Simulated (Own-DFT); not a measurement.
# Computed records: AlN (wurtzite, strained, atoms displaced)

Computed with Own-DFT development build. A calculation, not a measurement: plane-wave PBE density functional theory by an unreviewed code, no spin, of a simulated periodic cell, stress positive in tension, free energy of the whole cell less one offset for each atom, forces on such cells moved up to 12 meV/angstrom on a denser k mesh; offsets are fitted by least squares, one for each functional and potential file, so energies compare only between cells with the same atoms and settings and are not formation energies; the far tail of each file's local potential was reset to the Coulomb form; each entry is a single point on an unrelaxed cell, so the pressure reflects the starting lattice, mostly measured values (interpolated for alloys), from which strain is counted, and rises with the displacements; printed positions are rounded, which can move forces by about a meV/angstrom; the program, named Own-DFT, is a retired in-house code; no spin-orbit coupling; before rounding, a Quantum ESPRESSO 7.3.1 run of the same cell and cutoff gave forces within 1 meV/angstrom rms on each cell, which checks the program and not the settings.

Common to all runs: functional PBE; potential files PseudoDojo norm-conserving, scalar-relativistic, standard set; wave cutoff 42 hartree; occupations Fermi-Dirac; smearing width 0.1 eV; k mesh 3 x 3 x 2 centred on Gamma.

(1) AlN (wurtzite, strained, atoms displaced)

```
cell vectors (Å)
   9.4868     0.1577     0.1547
  -4.6068     8.0783    -0.1249
   0.1651    -0.0586     9.7937
atoms (fractions of the cell vectors)
Al  0.10284  0.21434  0.00888
Al  0.23388  0.11516  0.25106
N   0.11269  0.22605  0.18597
N   0.22487  0.11265  0.43868
Al  0.11993  0.22557  0.49577
Al  0.22285  0.11944  0.75760
N   0.09804  0.21273  0.69327
N   0.23032  0.12308  0.94579
Al  0.11684  0.56336  0.99410
Al  0.21969  0.44629  0.25053
N   0.10794  0.55503  0.18430
N   0.21828  0.43795  0.44386
Al  0.10835  0.54884  0.49458
Al  0.22673  0.46016  0.75477
N   0.10575  0.54435  0.68645
N   0.21158  0.43480  0.93372
Al  0.12445  0.88866  0.99700
Al  0.21978  0.77619  0.25060
N   0.10167  0.87813  0.19522
N   0.22806  0.79034  0.43775
Al  0.11965  0.88154  0.50247
Al  0.22253  0.78558  0.74421
N   0.11506  0.89110  0.69104
N   0.22378  0.78320  0.94100
Al  0.43804  0.21502  0.99779
Al  0.55743  0.11750  0.25668
N   0.45491  0.23575  0.19800
N   0.55237  0.10885  0.43592
Al  0.44691  0.23131  0.50122
Al  0.54849  0.10613  0.75143
N   0.43555  0.21803  0.68492
N   0.54648  0.10086  0.93725
Al  0.44397  0.55119  0.00175
Al  0.54651  0.43302  0.24787
N   0.44538  0.55931  0.19669
N   0.55884  0.45144  0.44724
Al  0.45909  0.56864  0.50883
Al  0.55648  0.45084  0.74905
N   0.43774  0.55405  0.69288
N   0.56286  0.44620  0.94316
Al  0.44426  0.88669  0.00970
Al  0.56626  0.78109  0.24383
N   0.45398  0.88824  0.19941
N   0.55018  0.78048  0.44288
Al  0.44996  0.89247  0.49472
Al  0.54835  0.77005  0.75163
N   0.43762  0.88822  0.69304
N   0.55825  0.77482  0.95050
Al  0.77745  0.21734  0.99553
Al  0.88937  0.11397  0.25530
N   0.77544  0.21506  0.19255
N   0.88973  0.10099  0.43780
Al  0.77036  0.22753  0.50303
Al  0.88994  0.11049  0.74299
N   0.78169  0.22297  0.68285
N   0.88508  0.11336  0.92712
Al  0.78108  0.55259  0.99587
Al  0.88457  0.43674  0.25475
N   0.78326  0.55493  0.18132
N   0.89191  0.45695  0.44425
Al  0.77776  0.55948  0.49605
Al  0.89710  0.44922  0.75044
N   0.77708  0.54563  0.69691
N   0.89471  0.45115  0.93951
Al  0.78874  0.89661  0.99541
Al  0.88415  0.77520  0.24969
N   0.77710  0.89156  0.19964
N   0.88584  0.77928  0.44747
Al  0.77752  0.89696  0.51299
Al  0.89029  0.77464  0.74886
N   0.78251  0.89828  0.69376
N   0.87725  0.77681  0.94258
```

```
free energy of cell above offsets : -28.128 eV
pressure                          : 4.81 GPa
stress xx                         : -0.74 GPa
stress yy                         : -1.14 GPa
stress zz                         : -12.56 GPa
stress yz                         : -1.73 GPa
stress xz                         : 5.1 GPa
stress xy                         : 6.64 GPa
```

Force:
```csv
element,x (eV/Å),y (eV/Å),z (eV/Å)
Al,-0.808,1.086,-3.402
Al,-1.529,-0.923,-0.459
N,0.18,-0.571,2.881
N,1.2,-0.268,0.481
Al,-1.51,-1.541,1.275
Al,-0.586,-0.353,-1.833
N,2.237,1.89,-0.652
N,-0.266,-1.961,0.404
Al,-0.673,-1.278,0.322
Al,0.537,0.381,-0.343
N,0.343,-0.143,1.475
N,0.868,1.485,-0.66
Al,-0.137,1.136,0.374
Al,-0.137,-2.933,-1.881
N,-0.145,2.581,0.232
N,1.239,1.023,2.54
Al,-4.077,1.025,1.357
Al,0.539,-0.026,-0.622
N,1.002,1.924,-0.943
N,2.65,-2.743,0.333
Al,-3.985,2.249,-0.348
Al,0.693,-1.384,0.296
N,-0.982,0.107,1.011
N,2.542,-1.075,-0.817
Al,1.195,1.962,0.392
Al,0.776,-0.921,-2.238
N,-0.338,-5.009,-1.985
N,0.244,1.419,2.505
Al,-0.465,-1.16,-0.972
Al,0.506,0.933,-1.4
N,0.619,0.817,2.12
N,0.675,0.838,1.517
Al,-0.361,0.04,0.145
Al,0.609,5.784,0.983
N,-0.114,-1.185,-0.397
N,0.622,-0.465,-0.704
Al,-1.796,-0.772,-2.158
Al,0.756,-1.332,0.315
N,0.878,0.352,0.816
N,-0.738,-1.084,-0.298
Al,0.396,-0.154,-0.889
Al,-0.774,-0.65,1.183
N,-2.274,0.661,-0.487
N,2.338,-0.325,0.159
Al,-1.743,0.063,0.587
Al,0.296,2.128,0.767
N,1.045,-0.41,-0.603
N,-0.368,0.091,-1.007
Al,-1.113,1.022,0.178
Al,0.617,-0.738,-0.788
N,-0.442,0.761,-0.279
N,-0.689,2.361,1.495
Al,1.259,-0.514,-1.825
Al,-0.808,1.077,-0.396
N,-1.318,-0.222,2.399
N,1.319,-0.488,2.785
Al,-1.121,0.787,-0.178
Al,-0.067,1.24,-1.783
N,-0.917,-0.767,2.516
N,0.882,-1.783,-0.536
Al,-0.542,0.595,1.088
Al,-0.499,-1.523,-0.393
N,-1.078,1.372,-0.944
N,1.055,-1.23,0.082
Al,-2.481,0.041,1.122
Al,0.064,-0.068,0.364
N,1.208,0.533,-1.808
N,0.737,0.064,-0.051
Al,0.28,-0.972,-2.799
Al,-0.425,0.394,-0.182
N,-0.639,-2.958,1.372
N,3.543,-0.291,-0.812
```

(2) AlN (wurtzite, strained, atoms displaced)

```
cell vectors (Å)
   9.5015     0.1060    -0.1452
  -4.6589     7.8968     0.0527
  -0.1550    -0.0246     9.9711
atoms (fractions of the cell vectors)
Al  0.11649  0.21397  0.00133
Al  0.21993  0.09800  0.24098
N   0.10702  0.21729  0.19731
N   0.23015  0.11212  0.44299
Al  0.10148  0.21605  0.50346
Al  0.23335  0.12360  0.75914
N   0.10798  0.21816  0.68826
N   0.22590  0.11854  0.94119
Al  0.10973  0.55639  0.00172
Al  0.22008  0.43817  0.24996
N   0.11818  0.56746  0.18763
N   0.21711  0.44523  0.43949
Al  0.11226  0.56764  0.49264
Al  0.21428  0.44568  0.74724
N   0.11665  0.56897  0.69230
N   0.22624  0.43383  0.94356
Al  0.10812  0.89199  0.99577
Al  0.22470  0.77330  0.25614
N   0.11262  0.89056  0.19616
N   0.23105  0.78337  0.44200
Al  0.10650  0.88289  0.50650
Al  0.22865  0.77755  0.74681
N   0.10969  0.89305  0.68955
N   0.21821  0.77800  0.94096
Al  0.44509  0.21902  0.00130
Al  0.55124  0.12221  0.24682
N   0.44443  0.23102  0.18877
N   0.55017  0.11141  0.43196
Al  0.44302  0.21530  0.50657
Al  0.54582  0.09784  0.75246
N   0.44800  0.22287  0.69180
N   0.55438  0.11804  0.94678
Al  0.45214  0.56740  0.00016
Al  0.55724  0.45547  0.25408
N   0.44670  0.55384  0.19011
N   0.55480  0.43364  0.44719
Al  0.45267  0.55525  0.50077
Al  0.55492  0.44164  0.75053
N   0.44117  0.55014  0.68765
N   0.55759  0.44414  0.94353
Al  0.43949  0.88837  0.99930
Al  0.56026  0.77755  0.25386
N   0.45227  0.88638  0.18452
N   0.55633  0.76900  0.43582
Al  0.44734  0.88833  0.49660
Al  0.54832  0.76876  0.75054
N   0.45028  0.90039  0.69109
N   0.55128  0.78203  0.93687
Al  0.78528  0.22241  0.00176
Al  0.88549  0.11344  0.24676
N   0.77638  0.21711  0.19353
N   0.89864  0.12311  0.44009
Al  0.78429  0.21516  0.50290
Al  0.90328  0.12073  0.74829
N   0.77889  0.23224  0.68602
N   0.89562  0.10814  0.93970
Al  0.77736  0.55178  0.00409
Al  0.89008  0.45598  0.25257
N   0.77460  0.55016  0.19511
N   0.88793  0.44435  0.43497
Al  0.78218  0.55407  0.49988
Al  0.88516  0.44049  0.75273
N   0.78461  0.56426  0.68656
N   0.88457  0.44967  0.93948
Al  0.76783  0.88037  0.00060
Al  0.89657  0.77791  0.25458
N   0.76949  0.88895  0.19287
N   0.89346  0.77436  0.44626
Al  0.77347  0.88020  0.49778
Al  0.87824  0.77595  0.76034
N   0.77566  0.88753  0.69346
N   0.90006  0.77918  0.94853
```

```
free energy of cell above offsets : -29.550 eV
pressure                          : 5.39 GPa
stress xx                         : 0.89 GPa
stress yy                         : -11.53 GPa
stress zz                         : -5.54 GPa
stress yz                         : -1.89 GPa
stress xz                         : -3.96 GPa
stress xy                         : 3.5 GPa
```

Force:
```csv
element,x (eV/Å),y (eV/Å),z (eV/Å)
Al,-2.001,1.049,1.208
Al,-0.126,4.315,2.925
N,0.2,-0.788,-1.407
N,-1.478,-0.696,-0.388
Al,2.971,1.191,-1.207
Al,-0.298,-1.405,-2.377
N,0.576,1.047,0.772
N,1.36,-1.247,0.534
Al,0.508,-0.465,-0.674
Al,0.151,1.008,0.184
N,-0.531,-2.667,0.433
N,0.711,0.455,0.533
Al,0.732,-2.403,1.041
Al,1.335,-0.093,0.329
N,-0.46,-2.968,-1.078
N,-1.243,1.909,-0.577
Al,2.032,0.005,0.924
Al,0.678,2.383,-1.049
N,0.176,-3.147,-1.684
N,-0.78,0.357,0.026
Al,0.811,1.898,-0.492
Al,-1.639,2.469,0.969
N,0.282,-0.094,1.897
N,0.602,0.59,-0.495
Al,-0.757,1.359,0.448
Al,1.813,-1.236,-0.305
N,-0.604,-0.698,-0.189
N,1.645,-0.263,1.538
Al,-0.261,-0.21,-0.998
Al,0.762,5.043,1.372
N,-0.341,-0.684,0.956
N,1.704,-1.109,-1.165
Al,-0.195,-2.498,0.261
Al,1.027,-1.725,0.434
N,-1.337,0.643,-0.025
N,-0.001,1.978,-0.727
Al,-1.239,-1.938,-0.332
Al,0.881,0.947,0.061
N,-0.568,-0.087,0.649
N,-0.233,1.027,-0.522
Al,-0.122,0.256,0.314
Al,-0.92,0.011,-1.341
N,-1.689,0.351,1.422
N,-0.353,1.436,1.404
Al,0.298,0.568,-0.043
Al,0.512,1.478,-0.678
N,0.382,-4.699,-1.514
N,0.534,0.163,-0.032
Al,-0.754,-0.249,0.065
Al,1.271,-0.139,0.797
N,-1.307,1.74,-0.802
N,-0.944,-3.033,-0.355
Al,-2.323,1.171,-1.247
Al,-1.911,-1.4,0.413
N,0.59,-2.453,0.939
N,-0.674,0.178,0.147
Al,-0.662,0.199,0.073
Al,1.977,-2.018,-0.717
N,-1.076,1.36,-0.549
N,0.64,0.354,1.34
Al,-0.633,-1.027,0.324
Al,-0.127,2.412,-0.438
N,-0.718,-1.466,1.132
N,1.741,-0.919,0.495
Al,0.949,1.021,0.194
Al,-1.121,0.443,-0.383
N,1.844,-0.723,-0.209
N,-0.963,0.539,-1.264
Al,0.753,1.08,0.576
Al,2.113,0.696,-1.178
N,-1.074,0.205,-0.376
N,-3.098,-0.787,-0.312
```

(3) AlN (wurtzite, strained, atoms displaced)

```
cell vectors (Å)
   9.4191     0.0644    -0.1106
  -4.6538     7.8975     0.0220
  -0.1180    -0.0410     9.8801
atoms (fractions of the cell vectors)
Al  0.11790  0.22585  0.99438
Al  0.22662  0.11431  0.25909
N   0.10791  0.21080  0.20074
N   0.21625  0.10002  0.43663
Al  0.10310  0.22411  0.50654
Al  0.22606  0.10531  0.75067
N   0.11047  0.22516  0.69613
N   0.22273  0.11527  0.93627
Al  0.10914  0.55599  0.00543
Al  0.21933  0.44598  0.24537
N   0.11066  0.55447  0.18964
N   0.21794  0.43624  0.43809
Al  0.12098  0.56520  0.50375
Al  0.22480  0.44964  0.74874
N   0.11606  0.55877  0.69974
N   0.22479  0.45016  0.94631
Al  0.10986  0.88291  0.00693
Al  0.22001  0.77706  0.25142
N   0.11260  0.89612  0.18349
N   0.21368  0.77310  0.43378
Al  0.11283  0.88938  0.50045
Al  0.22485  0.78574  0.75522
N   0.12242  0.89490  0.69468
N   0.21450  0.76622  0.93908
Al  0.45117  0.22178  0.99572
Al  0.55204  0.11361  0.24144
N   0.45138  0.22222  0.19967
N   0.56162  0.11704  0.43796
Al  0.44180  0.21796  0.50497
Al  0.54905  0.09628  0.75394
N   0.44779  0.22781  0.69924
N   0.55774  0.12204  0.93936
Al  0.44823  0.55884  0.99833
Al  0.55516  0.43684  0.24947
N   0.44144  0.55245  0.18987
N   0.55451  0.44481  0.44599
Al  0.43336  0.54357  0.49699
Al  0.55957  0.44830  0.75533
N   0.44900  0.54657  0.69385
N   0.54916  0.43650  0.94788
Al  0.44066  0.88552  0.00156
Al  0.55612  0.77794  0.25393
N   0.43511  0.88371  0.18843
N   0.56135  0.78640  0.44563
Al  0.44006  0.89516  0.50080
Al  0.55939  0.77444  0.74640
N   0.44766  0.88630  0.69398
N   0.56139  0.78586  0.93891
Al  0.77969  0.22155  0.99608
Al  0.88727  0.10719  0.25103
N   0.77776  0.22341  0.19160
N   0.89652  0.10809  0.44589
Al  0.76804  0.21477  0.49940
Al  0.88758  0.10525  0.74849
N   0.77915  0.21787  0.69362
N   0.89727  0.10877  0.94059
Al  0.77188  0.54126  0.99986
Al  0.89765  0.44942  0.25296
N   0.78137  0.55306  0.20104
N   0.89702  0.44396  0.43074
Al  0.78985  0.55828  0.50223
Al  0.89083  0.44977  0.74293
N   0.76626  0.55214  0.69211
N   0.89201  0.45154  0.94431
Al  0.78226  0.88649  0.00269
Al  0.88375  0.76091  0.25278
N   0.77715  0.89180  0.18616
N   0.88796  0.76594  0.45185
Al  0.78037  0.88796  0.49305
Al  0.88683  0.77500  0.75361
N   0.77948  0.88866  0.69535
N   0.88666  0.78182  0.94377
```

```
free energy of cell above offsets : -29.515 eV
pressure                          : 9.68 GPa
stress xx                         : -4.45 GPa
stress yy                         : -15.22 GPa
stress zz                         : -9.36 GPa
stress yz                         : -1.34 GPa
stress xz                         : -3.15 GPa
stress xy                         : 2.99 GPa
```

Force:
```csv
element,x (eV/Å),y (eV/Å),z (eV/Å)
Al,-0.345,-0.64,1.331
Al,0.102,-0.174,-2.352
N,-0.612,1.665,-1.601
N,0.235,1.789,2.766
Al,1.974,-0.594,-0.125
Al,-0.984,2.905,0.381
N,0.521,-0.682,-0.49
N,1.493,-0.952,1.197
Al,0.525,-1.039,-0.988
Al,1.122,-1.265,0.18
N,-0.396,0.367,0.625
N,-0.612,1.691,0.411
Al,-0.291,-2.422,-0.047
Al,1.121,-0.588,1.322
N,-1.114,0.502,-1.872
N,0.095,0.222,-0.638
Al,-0.557,0.943,-2.636
Al,-0.307,0.551,-1.565
N,0.194,-1.606,3.163
N,1.049,1.577,1.595
Al,-0.477,-0.826,0.529
Al,1.174,-1.072,-0.147
N,-1.555,-2.164,-1.332
N,0.24,2.437,0.806
Al,-2.751,-0.95,1.405
Al,2.685,-1.035,1.276
N,-2.541,-0.557,-2.22
N,-1.732,-1.154,-0.014
Al,-0.112,0.76,-0.192
Al,0.307,3.417,-0.381
N,0.506,-1.953,-1.03
N,1.699,-2.251,0.487
Al,-0.515,0.035,0.366
Al,-0.417,1.99,1.198
N,0.406,0.148,0.524
N,0.746,-0.216,-0.695
Al,1.368,1.333,0.538
Al,0.063,-1.197,0.284
N,-2.444,1.1,-0.657
N,0.608,2.212,-0.63
Al,0.192,0.07,-0.677
Al,-0.06,0.128,-0.686
N,0.646,0.286,0.705
N,-1.226,-1.18,-0.284
Al,1.117,-0.625,-0.462
Al,0.281,0.076,0.33
N,-1.157,-1.444,-0.95
N,-0.211,-0.553,0.123
Al,0.932,-0.101,0.366
Al,0.361,1.018,0.057
N,0.013,-0.464,-0.368
N,-2.327,-0.005,-0.936
Al,2.342,1.095,0.239
Al,0.534,1.248,0.793
N,-1.185,0.29,-0.395
N,-1.376,0.686,0.101
Al,-0.709,2.032,0.872
Al,-0.069,-1.213,-1.663
N,-0.87,-2.146,-2.069
N,-0.21,0.029,3.968
Al,-1.517,-3.301,0.038
Al,0.177,-0.845,1.386
N,2.361,0.501,-0.073
N,0.45,-1.143,-1.127
Al,-1.113,0.866,-0.672
Al,-0.273,4.19,0.256
N,0.198,-1.979,2.093
N,-0.118,3.12,-1.863
Al,0.298,-0.69,1.803
Al,0.334,0.861,-0.034
N,0.085,-1.152,-1.445
N,1.628,-1.96,-0.202
```

(4) AlN (wurtzite, strained, atoms displaced)

```
cell vectors (Å)
   9.3586    -0.0961     0.0572
  -4.7625     7.9756     0.0041
   0.0611     0.0403    10.1204
atoms (fractions of the cell vectors)
Al  0.09795  0.21157  0.99829
Al  0.22976  0.11839  0.25694
N   0.11689  0.23935  0.19461
N   0.22426  0.11323  0.43563
Al  0.11032  0.23274  0.49058
Al  0.21982  0.10746  0.75123
N   0.10842  0.21759  0.69215
N   0.21068  0.09629  0.94744
Al  0.10941  0.54496  0.99924
Al  0.22764  0.43603  0.25098
N   0.12554  0.55809  0.19087
N   0.22418  0.43991  0.43649
Al  0.12154  0.56448  0.50351
Al  0.22909  0.44832  0.74890
N   0.10296  0.54603  0.69010
N   0.22055  0.45472  0.94368
Al  0.10648  0.88578  0.00259
Al  0.22468  0.77909  0.24858
N   0.10892  0.88827  0.19733
N   0.21795  0.77342  0.43399
Al  0.11281  0.89420  0.49931
Al  0.22726  0.77949  0.75367
N   0.10682  0.88435  0.70109
N   0.21884  0.77473  0.92969
Al  0.45351  0.22033  0.00109
Al  0.56271  0.12113  0.25470
N   0.45467  0.22356  0.18859
N   0.55373  0.11228  0.44034
Al  0.44821  0.23374  0.49557
Al  0.56315  0.10586  0.74584
N   0.44577  0.21309  0.69045
N   0.55702  0.11213  0.93928
Al  0.44094  0.56611  0.99753
Al  0.55240  0.43768  0.26050
N   0.44750  0.55024  0.20189
N   0.56064  0.43858  0.43572
Al  0.44294  0.55414  0.50567
Al  0.56469  0.44815  0.74514
N   0.44886  0.54956  0.69480
N   0.54750  0.43510  0.94409
Al  0.44684  0.90383  0.99834
Al  0.54875  0.77521  0.24713
N   0.44808  0.88856  0.19516
N   0.55675  0.78491  0.44532
Al  0.43682  0.88526  0.49632
Al  0.55637  0.77397  0.74417
N   0.44024  0.88932  0.69781
N   0.54940  0.78324  0.93770
Al  0.77252  0.21729  0.99888
Al  0.90235  0.11453  0.25412
N   0.77959  0.22940  0.18684
N   0.88562  0.10643  0.44066
Al  0.76947  0.22635  0.49807
Al  0.90566  0.12014  0.74544
N   0.77414  0.22123  0.69551
N   0.88501  0.11028  0.94448
Al  0.76490  0.54174  0.00269
Al  0.88309  0.44661  0.24950
N   0.77078  0.55234  0.19738
N   0.88539  0.44668  0.44519
Al  0.77883  0.55849  0.49291
Al  0.87841  0.43675  0.75518
N   0.78436  0.55448  0.68954
N   0.88227  0.44307  0.93830
Al  0.78214  0.88721  0.99764
Al  0.88085  0.77207  0.24834
N   0.78374  0.89740  0.19407
N   0.89199  0.77783  0.44540
Al  0.76893  0.88925  0.49938
Al  0.88983  0.78057  0.75421
N   0.76751  0.89117  0.68361
N   0.88742  0.77444  0.93487
```

```
free energy of cell above offsets : -28.698 eV
pressure                          : 7.02 GPa
stress xx                         : -5.78 GPa
stress yy                         : -15.76 GPa
stress zz                         : 0.46 GPa
stress yz                         : 1.73 GPa
stress xz                         : 1.92 GPa
stress xy                         : -4.85 GPa
```

Force:
```csv
element,x (eV/Å),y (eV/Å),z (eV/Å)
Al,1.979,1.778,0.93
Al,-0.329,-0.752,-2.231
N,1.429,-5.159,-1.987
N,-0.437,1.088,1.343
Al,0.534,-3.429,1.908
Al,0.703,0.229,0.645
N,2.947,2.019,-1.461
N,0.184,3.261,-0.97
Al,-2.485,2.32,0.981
Al,-1.388,4.757,0.771
N,-1.521,-0.736,-0.198
N,-0.217,2.853,0.687
Al,-1.294,-2.201,-0.171
Al,-1.5,-0.674,0.907
N,1.328,0.823,-0.016
N,2.31,-2.804,-1.675
Al,0.859,-2.032,0.415
Al,-0.388,-0.25,-0.266
N,0.206,0.136,-0.889
N,-0.076,1.515,0.909
Al,0.195,-1.002,0.892
Al,-1.833,-1.097,-0.823
N,0.87,0.54,-2.254
N,-0.024,0.356,3.3
Al,-2.185,-0.782,0.128
Al,0.476,-1.459,-0.425
N,-1.178,-0.435,0.436
N,-0.704,-0.03,0.005
Al,0.455,-3.578,2.09
Al,-2.307,0.372,1.127
N,-0.582,1.091,-0.468
N,-0.048,1.122,-0.944
Al,1.235,-1.633,1.145
Al,-0.245,0.712,-2.429
N,0.327,0.623,-1.592
N,-1.609,2.693,1.541
Al,0.655,0.25,-1.022
Al,0.146,-1.718,1.342
N,-0.378,0.266,-1.194
N,-0.834,1.782,-1.164
Al,-0.085,-3.42,0.744
Al,1.203,0.523,0.905
N,-0.64,1.208,-1.081
N,-0.99,-1.848,-0.867
Al,0.224,0.748,0.913
Al,-1.553,0.915,1.352
N,1.638,-1.296,-2.321
N,1.26,0.49,0.027
Al,0.51,0.681,0.585
Al,-2.393,0.322,-0.134
N,0.968,-0.849,0.374
N,-0.503,1.824,-0.131
Al,1.67,-0.557,1.009
Al,-4.417,-2.122,1.158
N,2.247,-0.153,-1.495
N,-0.118,-0.078,-1.43
Al,0.393,1.313,0.121
Al,2.007,0.534,0.56
N,0.477,-0.018,-1.311
N,1.158,0.339,-1.264
Al,0.844,-0.207,1.818
Al,0.763,1.199,-0.651
N,-1.052,0.543,-0.524
N,0.54,-0.224,0.938
Al,-1.189,-0.491,0.602
Al,0.377,1.373,1.152
N,-0.099,-1.493,-0.958
N,-1.444,0.993,-1.098
Al,2.084,-0.193,0.275
Al,-0.792,-0.762,-1.374
N,2.447,0.413,1.02
N,-0.813,-0.524,1.759
```
